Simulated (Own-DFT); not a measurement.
AlN (wurtzite, atoms displaced) (calculated)

Computed with Own-DFT development build. A calculation, not a measurement: plane-wave PBE density functional theory by an unreviewed code, no spin, of a simulated periodic cell, stress positive in tension, free energy of the whole cell less one offset for each atom, forces on such cells passed a denser k mesh, this cell's mesh not checked; offsets are fitted by least squares, one for each functional and potential file, so energies compare only between cells with the same atoms and settings and are not formation energies; the far tail of each file's local potential was reset to the Coulomb form; each entry is a single point on an unrelaxed cell, so the pressure reflects the starting lattice, mostly measured values (interpolated for alloys), from which strain is counted, and rises with the displacements; printed positions are rounded, which can move forces by about a meV/angstrom; the program, named Own-DFT, is a retired in-house code; no spin-orbit coupling.

Common to all runs: functional PBE; potential files PseudoDojo norm-conserving, scalar-relativistic, standard set; wave cutoff 42 hartree; occupations Fermi-Dirac; smearing width 0.1 eV; k mesh 2 x 2 x 2 centred on Gamma.

(1) AlN (wurtzite, atoms displaced)

```
AlN
1.0
     12.4480     0.0000     0.0000
     -6.2240    10.7803     0.0000
      0.0000     0.0000     9.9640
Al N Al N Al N Al N Al N Al N Al N Al N Al N Al N Al N Al N Al N Al N Al N Al N Al N Al N Al N Al N Al N Al N Al N Al N Al N Al N Al N Al N Al N Al N Al N Al N
2 2 2 2 2 2 2 2 2 2 2 2 2 2 2 2 2 2 2 2 2 2 2 2 2 2 2 2 2 2 2 2 2 2 2 2 2 2 2 2 2 2 2 2 2 2 2 2 2 2 2 2 2 2 2 2 2 2 2 2 2 2 2 2
Direct
  0.08073 0.16427 0.00673
  0.16691 0.07564 0.24179
  0.08932 0.18527 0.17716
  0.17176 0.08524 0.45332
  0.09867 0.18134 0.50675
  0.17766 0.08760 0.76121
  0.07376 0.17461 0.69110
  0.15791 0.07550 0.95297
  0.08200 0.41835 0.00182
  0.17103 0.33179 0.24810
  0.08346 0.40657 0.18095
  0.18069 0.32304 0.43791
  0.09441 0.41233 0.49179
  0.16821 0.32006 0.74068
  0.08246 0.41711 0.69390
  0.17898 0.32832 0.93698
  0.08108 0.65968 0.99038
  0.15225 0.56184 0.25298
  0.06472 0.64867 0.18877
  0.17236 0.58727 0.44383
  0.08133 0.64693 0.52038
  0.16613 0.60390 0.75227
  0.07804 0.65231 0.68609
  0.16533 0.57771 0.92617
  0.09511 0.91622 0.00373
  0.15023 0.81295 0.25570
  0.09806 0.91767 0.18789
  0.15717 0.82337 0.44699
  0.06874 0.90877 0.51005
  0.15779 0.82989 0.74547
  0.08048 0.90788 0.69019
  0.16354 0.83893 0.92575
  0.32331 0.15040 0.99463
  0.39493 0.06904 0.23700
  0.34217 0.17550 0.18979
  0.40719 0.07775 0.43868
  0.34364 0.17104 0.50747
  0.42182 0.08456 0.74809
  0.33378 0.15925 0.69150
  0.42342 0.07919 0.94470
  0.34166 0.43146 0.99694
  0.42437 0.35123 0.23990
  0.32981 0.40892 0.18607
  0.41710 0.33844 0.43738
  0.32772 0.41990 0.49694
  0.42580 0.33721 0.74385
  0.34149 0.41898 0.69832
  0.42433 0.33860 0.93433
  0.34675 0.66655 0.97071
  0.41526 0.59439 0.24767
  0.33034 0.67708 0.21826
  0.42871 0.57515 0.44479
  0.33882 0.66795 0.52771
  0.40966 0.59219 0.74670
  0.32874 0.67184 0.68102
  0.42076 0.57779 0.93191
  0.34550 0.92583 0.99537
  0.41999 0.82324 0.24210
  0.32078 0.91716 0.19248
  0.42278 0.83579 0.43435
  0.33906 0.92798 0.51118
  0.42925 0.83816 0.75475
  0.35067 0.91527 0.68610
  0.40615 0.83299 0.93264
  0.57585 0.16271 0.00620
  0.66146 0.07551 0.25419
  0.57212 0.15632 0.16548
  0.65385 0.07641 0.44542
  0.58410 0.15238 0.48743
  0.66526 0.09548 0.74419
  0.59294 0.16833 0.68197
  0.66858 0.09631 0.95935
  0.57274 0.40716 0.98700
  0.66473 0.31403 0.24341
  0.58222 0.41685 0.19942
  0.64722 0.33080 0.42542
  0.57248 0.41862 0.50448
  0.66372 0.32673 0.75123
  0.57187 0.41272 0.69019
  0.66819 0.32271 0.93243
  0.57649 0.65293 0.01391
  0.66398 0.56889 0.26155
  0.59007 0.67927 0.18409
  0.66743 0.58484 0.44542
  0.57635 0.67752 0.49251
  0.66383 0.57899 0.73297
  0.58421 0.68147 0.69079
  0.65204 0.58158 0.92883
  0.57164 0.91392 0.01292
  0.66669 0.82991 0.25314
  0.58984 0.91589 0.18372
  0.66867 0.83680 0.42031
  0.58275 0.91617 0.48809
  0.66325 0.82948 0.75092
  0.57769 0.92580 0.67459
  0.66459 0.83737 0.94771
  0.81460 0.17173 0.99871
  0.93454 0.09437 0.26039
  0.83268 0.17716 0.18804
  0.92638 0.10136 0.44669
  0.82433 0.16318 0.50258
  0.90673 0.08379 0.73693
  0.83856 0.17833 0.68874
  0.92174 0.09335 0.93585
  0.82541 0.42517 0.98720
  0.91973 0.34366 0.24039
  0.81209 0.40086 0.19892
  0.93183 0.33841 0.45426
  0.83581 0.42479 0.49521
  0.92357 0.32931 0.76465
  0.84581 0.40927 0.70876
  0.90650 0.30836 0.93944
  0.83523 0.67432 0.98300
  0.91402 0.58335 0.25627
  0.85440 0.64994 0.18163
  0.92551 0.59081 0.44683
  0.82973 0.67373 0.49066
  0.91289 0.57415 0.75193
  0.83159 0.65996 0.69808
  0.91665 0.57497 0.95166
  0.83529 0.90794 0.99115
  0.92656 0.84757 0.24113
  0.84515 0.91711 0.18303
  0.91321 0.82552 0.43217
  0.83042 0.90096 0.50481
  0.91983 0.83383 0.74321
  0.83149 0.90412 0.67624
  0.91744 0.82817 0.94945
```

* free energy of cell above offsets: -22.125 eV
* pressure: 12.31 GPa
* stress xx: -10.38 GPa
* stress yy: -12.95 GPa
* stress zz: -13.59 GPa
* stress yz: 0.43 GPa
* stress xz: -1.06 GPa
* stress xy: -1.04 GPa

Force:
```csv
element,x (eV/Å),y (eV/Å),z (eV/Å)
Al,-1.047,1.189,-3.786
Al,0.376,3.39,1.866
N,1.146,-4.253,3.819
N,-0.905,-0.981,-1.099
Al,-0.81,-5.591,0.617
Al,-2.852,-1.14,-1.032
N,2.559,-4.788,-1.126
N,1.118,0.6,-1.876
Al,1.16,-2.752,-3.196
Al,0.288,0.928,0.154
N,-0.391,1.258,1.847
N,-3.692,3.768,-2.426
Al,-0.95,0.66,2.831
Al,-1.142,6.182,3.562
N,2.295,0.902,-0.658
N,-1.51,0.943,0.122
Al,0.13,1.287,1.944
Al,0.018,3.977,0.448
N,4.057,0.803,-1.068
N,1.858,-2.082,-0.197
Al,-1.116,2.499,-6.46
Al,5.337,-5.754,-0.282
N,-4.918,3.95,3.967
N,0.691,1.491,2.983
Al,-2.656,-1.02,0.09
Al,1.748,0.615,0.949
N,-2.03,-0.956,0.354
N,0.419,0.292,1.012
Al,3.104,1.369,-2.566
Al,2.742,-0.493,-1.189
N,-1.225,2.169,0.84
N,2.862,-1.985,1.194
Al,0.943,3.454,1.531
Al,1.932,3.938,2.477
N,-1.912,-0.766,-1.132
N,1.724,1.508,-0.698
Al,-1.463,0.096,-2.56
Al,1.3,-0.913,-0.002
N,0.28,1.369,1.32
N,-2.907,1.31,-2.979
Al,-0.135,-6.196,0.163
Al,0.905,-3.877,2.188
N,-1.336,4.302,-0.629
N,-1.012,-0.758,0.477
Al,4.514,-0.28,1.988
Al,-4.354,-2.24,2.307
N,-1.477,0.406,-1.948
N,-3.194,-3.143,-0.54
Al,-3.357,-0.211,2.591
Al,1.186,-1.565,0.988
N,-0.149,-7.954,-4.132
N,-4.475,0.862,-1.585
Al,-0.037,0.637,-14.39
Al,2.923,-2.398,-0.97
N,-0.104,0.677,12.1
N,-0.913,3.657,-0.214
Al,-3.177,-3.027,1.884
Al,-1.641,7.284,2.828
N,1.819,-4.309,-2.344
N,-0.764,-0.866,0.672
Al,-0.334,-3.574,-3.186
Al,-1.091,0.344,-2.287
N,-3.272,0.607,2.426
N,2.841,-0.941,1.476
Al,1.514,1.901,-6.229
Al,0.4,1.921,-2.076
N,-0.051,-0.929,10.62
N,5.736,-0.763,-3.04
Al,-7.118,4.778,1.858
Al,4.205,-2.39,2.338
N,-4.525,1.236,-1.002
N,-4.251,-6.023,-4.497
Al,3.763,2.408,2.284
Al,-5.18,-0.837,0.996
N,1.348,-0.765,-3.163
N,2.721,-0.686,2.655
Al,1.48,-0.7,-1.659
Al,1.07,1.206,-1.538
N,5.333,1.696,-1.358
N,-2.887,1.052,0.928
Al,0.569,2.497,-3.693
Al,1.151,2.659,-1.669
N,-0.242,-3.411,3.1
N,-1.225,0.615,0.654
Al,3.688,0.425,1.712
Al,-1.592,1.138,1.789
N,-0.359,-3.889,-2.165
N,3,-0.561,0.099
Al,2.306,1.706,-4.05
Al,1.579,2.408,-5.113
N,-1.083,-0.727,3.37
N,0.308,0.356,5.632
Al,-0.168,-1.146,0.998
Al,-0.246,3.683,1.501
N,3.268,-0.197,1.904
N,-0.413,-1.074,-1.252
Al,6.34,-3.552,4.104
Al,-2.604,-0.341,-1.719
N,0.471,-1.963,1.832
N,0.603,-2.421,-0.012
Al,1.349,2.04,-0.611
Al,1.273,-0.181,1.991
N,-1.639,-3.181,-0.524
N,-0.815,-2.697,-0.633
Al,1.596,-5.41,2.666
Al,-0.566,-2.347,1.476
N,4.857,4.244,-2.312
N,-3.007,-0.463,-2.736
Al,0.525,-2.06,0.617
Al,1.131,0.805,-2.084
N,-4.245,1.092,-2.069
N,0.774,9.327,0.365
Al,0.023,-5.11,2.626
Al,5.325,-5.965,3.993
N,-11.57,6.551,-3.749
N,-1.632,-0.917,0.035
Al,2.482,-3.112,1.538
Al,0.135,-0.231,0.214
N,0.184,0.876,-1.116
N,-0.722,4.301,-3.685
Al,-2.08,3.253,0.9
Al,2.416,-3.37,0.233
N,-2.569,1.466,0.635
N,-0.57,2.451,-0.251
Al,-1.204,2.479,-4.187
Al,-0.443,-1.237,2.058
N,-1.104,1.184,3.692
N,1.258,2.994,-2.672
```

(2) AlN (wurtzite, atoms displaced)

```
AlN
1.0
     12.4480     0.0000     0.0000
     -6.2240    10.7803     0.0000
      0.0000     0.0000     9.9640
Al N Al N Al N Al N Al N Al N Al N Al N Al N Al N Al N Al N Al N Al N Al N Al N Al N Al N Al N Al N Al N Al N Al N Al N Al N Al N Al N Al N Al N Al N Al N Al N
2 2 2 2 2 2 2 2 2 2 2 2 2 2 2 2 2 2 2 2 2 2 2 2 2 2 2 2 2 2 2 2 2 2 2 2 2 2 2 2 2 2 2 2 2 2 2 2 2 2 2 2 2 2 2 2 2 2 2 2 2 2 2 2
Direct
  0.08243 0.15640 0.99210
  0.17658 0.09228 0.25228
  0.08862 0.17659 0.19635
  0.15288 0.07068 0.44515
  0.06521 0.16510 0.48489
  0.17063 0.07327 0.75217
  0.08273 0.15744 0.67351
  0.16457 0.07797 0.93842
  0.07891 0.42663 0.01750
  0.15425 0.32375 0.26167
  0.08605 0.41762 0.21203
  0.15267 0.32047 0.44617
  0.10006 0.42789 0.52177
  0.16406 0.32475 0.75113
  0.09051 0.43239 0.68977
  0.15434 0.31721 0.94121
  0.08244 0.66404 0.99945
  0.16457 0.60033 0.24751
  0.08859 0.66142 0.19542
  0.15199 0.59117 0.44663
  0.08770 0.66295 0.50196
  0.17740 0.58775 0.74816
  0.08709 0.67778 0.69399
  0.17115 0.58567 0.92890
  0.08627 0.91400 0.00897
  0.16916 0.82401 0.25909
  0.09843 0.91270 0.19902
  0.17042 0.85163 0.43904
  0.07920 0.90655 0.51346
  0.16983 0.83017 0.73585
  0.08437 0.91298 0.68883
  0.16321 0.81704 0.92658
  0.33464 0.16363 0.01112
  0.40114 0.08082 0.26303
  0.32796 0.16312 0.18483
  0.40728 0.08042 0.43470
  0.32334 0.14462 0.50862
  0.41158 0.08107 0.76020
  0.32419 0.16295 0.70757
  0.42750 0.08354 0.94734
  0.32865 0.41143 0.99094
  0.39477 0.33338 0.26217
  0.34329 0.41742 0.18707
  0.42148 0.33594 0.43702
  0.34054 0.42404 0.49958
  0.40703 0.33087 0.75048
  0.32472 0.40549 0.69294
  0.41252 0.33802 0.94227
  0.32714 0.67395 0.00101
  0.42914 0.58914 0.25105
  0.34223 0.67640 0.19619
  0.41955 0.58451 0.43429
  0.33160 0.66237 0.49810
  0.41790 0.57764 0.76708
  0.34565 0.66710 0.69291
  0.41902 0.56809 0.92907
  0.33612 0.92291 0.97827
  0.40083 0.82367 0.24582
  0.34245 0.92266 0.18504
  0.41775 0.83903 0.43786
  0.32290 0.90500 0.51390
  0.42346 0.83321 0.76498
  0.33787 0.92440 0.69075
  0.41514 0.83537 0.92681
  0.57047 0.16484 0.99468
  0.66537 0.08247 0.25044
  0.58251 0.15815 0.19730
  0.68515 0.08826 0.44562
  0.58991 0.16784 0.50480
  0.66490 0.07480 0.73811
  0.59107 0.15613 0.67965
  0.65584 0.08843 0.96018
  0.58628 0.41241 0.99331
  0.65049 0.32298 0.25470
  0.58220 0.40891 0.20457
  0.69114 0.34561 0.44022
  0.60097 0.41188 0.49739
  0.66353 0.31595 0.74820
  0.57619 0.40542 0.68249
  0.67541 0.32442 0.95513
  0.58944 0.67147 0.01040
  0.67700 0.59244 0.25794
  0.57432 0.65170 0.19751
  0.66866 0.57964 0.43651
  0.57080 0.66478 0.50914
  0.64755 0.57448 0.73557
  0.59650 0.68137 0.69453
  0.67861 0.58531 0.94344
  0.59197 0.92853 0.98705
  0.66852 0.84000 0.25986
  0.59394 0.91671 0.18818
  0.65349 0.81832 0.43554
  0.57892 0.91262 0.50088
  0.66247 0.83070 0.74199
  0.58215 0.90665 0.68881
  0.66285 0.82181 0.95770
  0.83084 0.16051 0.99336
  0.91742 0.07555 0.25418
  0.82593 0.16942 0.19083
  0.90425 0.06243 0.42677
  0.83138 0.15589 0.51309
  0.93154 0.10047 0.77528
  0.83740 0.16616 0.69810
  0.90675 0.07568 0.93995
  0.83595 0.42533 0.00112
  0.93013 0.32923 0.24065
  0.83425 0.41683 0.20928
  0.90768 0.32564 0.43730
  0.84578 0.44327 0.49956
  0.92046 0.32901 0.73886
  0.84106 0.41061 0.68818
  0.92341 0.32460 0.92268
  0.83665 0.67413 0.99314
  0.92616 0.59047 0.27878
  0.83478 0.67737 0.18774
  0.92689 0.59585 0.43302
  0.81708 0.66144 0.50004
  0.92372 0.58768 0.75130
  0.84063 0.67737 0.71294
  0.91479 0.58451 0.93112
  0.83531 0.91865 0.99577
  0.89441 0.81400 0.24558
  0.82852 0.90761 0.20015
  0.91540 0.83375 0.42928
  0.83030 0.91352 0.50535
  0.90760 0.83690 0.74869
  0.84619 0.92103 0.69386
  0.89266 0.82294 0.95964
```

* free energy of cell above offsets: -23.566 eV
* pressure: 11.77 GPa
* stress xx: -9.44 GPa
* stress yy: -12.64 GPa
* stress zz: -13.23 GPa
* stress yz: 0.36 GPa
* stress xz: -0.66 GPa
* stress xy: 2.27 GPa

Force:
```csv
element,x (eV/Å),y (eV/Å),z (eV/Å)
Al,-1.013,0.935,2.397
Al,-2.209,-3.432,1.317
N,0.128,-4.222,-1.712
N,0.821,1.932,-0.397
Al,2.576,-3.618,1.971
Al,-3.823,-0.448,-0.524
N,-0.851,1.021,3.059
N,0.952,-0.776,0.689
Al,1.425,-2.267,-2.188
Al,1.736,3.672,-0.435
N,1.846,3.424,-3.137
N,1.363,4.734,-0.027
Al,-2.707,-2.268,-6.172
Al,-1.038,-0.179,-0.306
N,1.215,-2.351,3.183
N,0.214,2.22,-0.269
Al,-0.769,-0.517,-0.41
Al,8.607,-6.107,3.894
N,-7.335,3.694,-3.305
N,9.88,-3.978,-3.14
Al,-7.516,5.733,3.636
Al,-1.004,1.202,-0.383
N,1.693,-4.164,-2.216
N,-0.697,-0.567,3.194
Al,-0.293,-1.364,0.151
Al,-0.257,2.824,-1.583
N,-2.357,0.689,-1.706
N,2.551,-3.891,1.096
Al,-3.27,1.343,-3.432
Al,-1.19,2.412,2.455
N,-0.348,-0.372,2.551
N,-0.305,3.34,0.969
Al,-0.688,1.143,-2.984
Al,2.88,-0.168,-3.836
N,0.628,1.537,2.19
N,2.653,-0.467,4.239
Al,-2.883,2.818,0.054
Al,0.834,1.305,-1.419
N,3.739,0.567,-1.909
N,-6.71,-1.365,-3.164
Al,-1.254,-0.344,2.403
Al,6.532,-1.773,-0.84
N,-5.824,2.338,-1.216
N,-0.326,-0.905,3.018
Al,0.096,-3.003,0.178
Al,1.845,-0.684,0.376
N,0.017,2.839,-1.078
N,3.045,-2.475,-0.955
Al,2.349,-0.474,0.059
Al,-3.834,-2.903,-0.436
N,-0.947,-5.021,-2.044
N,-2.08,-0.726,1.521
Al,-0.389,1.62,0.103
Al,-0.502,0.509,-6.613
N,-0.968,0.059,-0.585
N,-0.988,2.554,6.828
Al,-0.586,-2.914,3.214
Al,2.598,6.343,1.316
N,-1.61,-1.454,-0.677
N,-0.883,-1.74,0.761
Al,1.333,2.003,-3.158
Al,-0.39,-0.626,-7.672
N,0.856,-1.243,1.853
N,0.519,0.08,6.589
Al,5.883,2.922,5.15
Al,0.697,-0.617,0.232
N,-3.199,0.763,-0.041
N,-4.649,-3.125,-0.228
Al,0.466,0.227,-3.997
Al,1.373,0.336,1.884
N,-3.227,0.458,2.787
N,2.967,-0.352,-4.012
Al,-0.422,1.22,2.215
Al,3.652,0.114,-0.42
N,-2.476,1.677,-1.884
N,-2.358,-2.715,0.688
Al,-3.621,0.035,-1.191
Al,0.874,2.58,0.521
N,0.302,0.093,1.373
N,-2.754,0.912,-3.062
Al,0.691,-4.385,0.209
Al,-0.967,-3.117,-2.728
N,3.736,3.828,-1.363
N,-2.428,-0.84,2.475
Al,2.553,0.176,-0.987
Al,4.193,0.483,3.063
N,-1.888,-5.257,-1.77
N,-3.243,-2.081,-1.222
Al,0.236,-3.108,3.264
Al,0.247,-1.52,-2.386
N,-2.736,0.038,-0.359
N,0.305,1.787,3.179
Al,0.706,0.782,-1.605
Al,2.968,2.998,3.192
N,-1.227,1.585,0.304
N,-1.312,4.643,-3.612
Al,-2.118,1.909,2.097
Al,-1.476,0.232,-3.06
N,3.218,-1.078,-1.654
N,-0.916,2.582,3.488
Al,2.115,3.085,-1.958
Al,0.382,-1.545,-7.151
N,0.167,-1.843,0.254
N,1.535,0.369,3.695
Al,1.294,-1.13,1.655
Al,-5.932,-0.881,3.559
N,0.738,1.22,-2.236
N,2.071,1.125,1.786
Al,3.082,-4.969,0.235
Al,0.044,1.698,0.339
N,-2.562,2.112,0.1
N,-0.77,1.383,2.88
Al,1.051,-4.569,1.465
Al,-1.37,-2.062,-13.45
N,2.129,-8.197,-1.801
N,-1.1,1.713,11.16
Al,3.568,3.845,1.63
Al,-1.043,-0.784,-0.793
N,-0.949,-3.531,-3.521
N,1.351,0.388,2.48
Al,-2.753,-1.295,2.842
Al,2.353,8.633,2.78
N,-0.353,1.961,-2.014
N,-0.342,-1.578,2.764
Al,0.814,-1.543,-0.829
Al,4.234,-1.164,2.571
N,-5.394,2.211,-0.85
N,4.505,5.078,-3.474
```
